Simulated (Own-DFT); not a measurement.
# Strain and stress in beta-Si3N4, 112 atoms (N64Si48)

Calculated, not measured: single-point runs of Own-DFT, a retired in-house plane-wave DFT program that no person has reviewed, on unrelaxed cells, without spin or spin-orbit coupling.

All runs used: PBE; PseudoDojo norm-conserving scalar-relativistic files; cutoff 42 hartree; 2 x 2 x 4 k mesh centred on Gamma; Fermi-Dirac smearing of 0.1 eV.

Known weak points: forces on such cells moved up to 12 meV/angstrom on a denser k mesh; stress not checked against mesh or cutoff.

Unstrained cell vectors in Å: (15.212, 0.000, 0.000); (-7.606, 13.174, 0.000); (0.000, 0.000, 5.818). The unstrained cell has measured lattice constants (interpolated for alloys), not those of this functional. That, the random moves and any unrelaxed bonds set the pressure at no strain. The cell is deformed uniformly in each run, and the atoms keep their fractional places. Each atom got a random Gaussian move of width 0.05 Å along each axis. Strains are tensor components in per cent; tension counts as positive stress, and P is minus the mean normal stress.

```
run,e_xx (%),e_yy (%),e_zz (%),e_yz (%),e_xz (%),e_xy (%),s_xx (GPa),s_yy (GPa),s_zz (GPa),s_yz (GPa),s_xz (GPa),s_xy (GPa),P (GPa),E (meV/atom)
1,-1.22,-1.18,0.72,0.48,-1.61,-0.24,-12.90,-15.64,-9.81,2.02,-5.96,-2.50,12.78,45.8
2,0.94,-0.46,-0.50,-0.97,0.49,-0.78,-2.21,-9.11,-15.14,-3.04,1.06,-1.21,8.82,29.7
3,-0.78,2.00,-0.07,1.75,1.99,-1.12,-9.03,2.33,-10.37,4.96,4.75,-3.94,5.69,38.5
4,-0.02,-0.62,-1.96,0.50,-0.63,-1.35,-8.18,-13.81,-26.43,3.02,-3.37,-6.02,16.14,49.0
5,0.54,-1.51,0.56,1.54,1.48,0.28,-8.26,-14.86,-6.42,5.98,4.99,3.84,9.85,43.6
6,1.21,-0.65,-0.21,-1.39,0.59,0.25,-2.59,-9.32,-10.57,-3.92,2.28,2.44,7.49,18.6
7,1.15,1.45,-0.17,0.80,-0.48,-1.94,-1.61,2.62,-6.48,2.17,-0.09,-7.59,1.82,0.0
8,-1.18,-1.99,-0.17,1.53,-1.15,0.46,-16.18,-21.73,-17.48,5.06,-3.46,1.55,18.46,77.6
9,-1.80,-0.92,-1.26,-0.16,-1.27,0.67,-19.79,-17.97,-20.73,-1.86,-4.17,3.97,19.50,52.3
10,-0.67,0.43,-0.44,-1.04,-0.57,1.56,-10.29,-8.20,-11.80,-3.30,-2.48,5.43,10.10,21.9
11,-0.15,1.85,0.53,0.12,1.16,-1.89,-2.59,0.78,-6.77,1.34,1.90,-6.05,2.86,20.1
12,1.98,0.98,1.42,0.40,-0.05,-1.21,3.74,2.35,0.86,0.61,0.97,-2.66,-2.32,16.2
13,-1.21,1.62,1.98,1.71,1.22,1.47,-7.81,0.30,0.65,6.39,3.62,3.30,2.29,32.7
14,0.17,-0.26,1.68,0.75,0.40,1.98,-5.05,-4.35,-0.80,1.85,0.57,7.53,3.40,16.4
15,-0.50,-0.87,0.47,-1.69,-0.82,1.79,-9.71,-9.41,-12.84,-6.05,-3.07,6.56,10.65,33.4
16,1.75,1.43,-1.49,-0.56,1.20,0.22,3.70,-0.97,-16.31,-1.46,3.09,0.76,4.52,22.8
17,-1.92,1.13,0.87,1.27,-0.24,0.90,?,?,?,?,?,?,?,?
```

The last column gives the free energy per atom over the lowest of the runs shown.

## Analysis

Regress every stress component on the fractional strains (shears doubled) of the visible runs, with a constant. Shear strains stay in the fit of a normal stress only where such slopes are resolved. The slopes, in GPa:

| stress | at no strain | per e_xx | per e_yy | per e_zz | scatter |
|---|---|---|---|---|---|
| s_xx | -7.0 | 470 ± 35 | 162 ± 31 | 71 ± 36 | 1.50 |
| s_yy | -7.9 | 181 ± 34 | 509 ± 30 | 165 ± 35 | 1.46 |
| s_zz | -11.2 | 143 ± 43 | 128 ± 39 | 611 ± 44 | 1.86 |

The slope of each shear stress on twice its own strain, from a fit on all six strains: yz 162 ± 14, xz 134 ± 13, xy 166 ± 17 GPa. These are stiffnesses along x, y and z of the frame in which the cell vectors are given, with the crystal's c axis along z: C11, C12, C13 and C33. Hexagonal symmetry asks that xx and yy behave alike, which is a second check on the noise. No internal relaxation is included, and where it is allowed it would reduce some of the slopes. Symmetry asks for nearly equal slopes across the diagonal; the mismatch is a measure of noise. A ninth of the table's sum, 271 ± 5 GPa, estimates the bulk modulus near the mean pressure of these runs, 8.3 GPa, so it lies above the value at zero pressure.

## The run left out

Question: what normal stresses and pressure should run 17 give?

The fitted form gives s_xx = -13.6, s_yy = -4.1, s_zz = -7.1 and P = 8.3 GPa. Computed: -14.00, -3.12, -6.04 and P = 7.72 GPa.
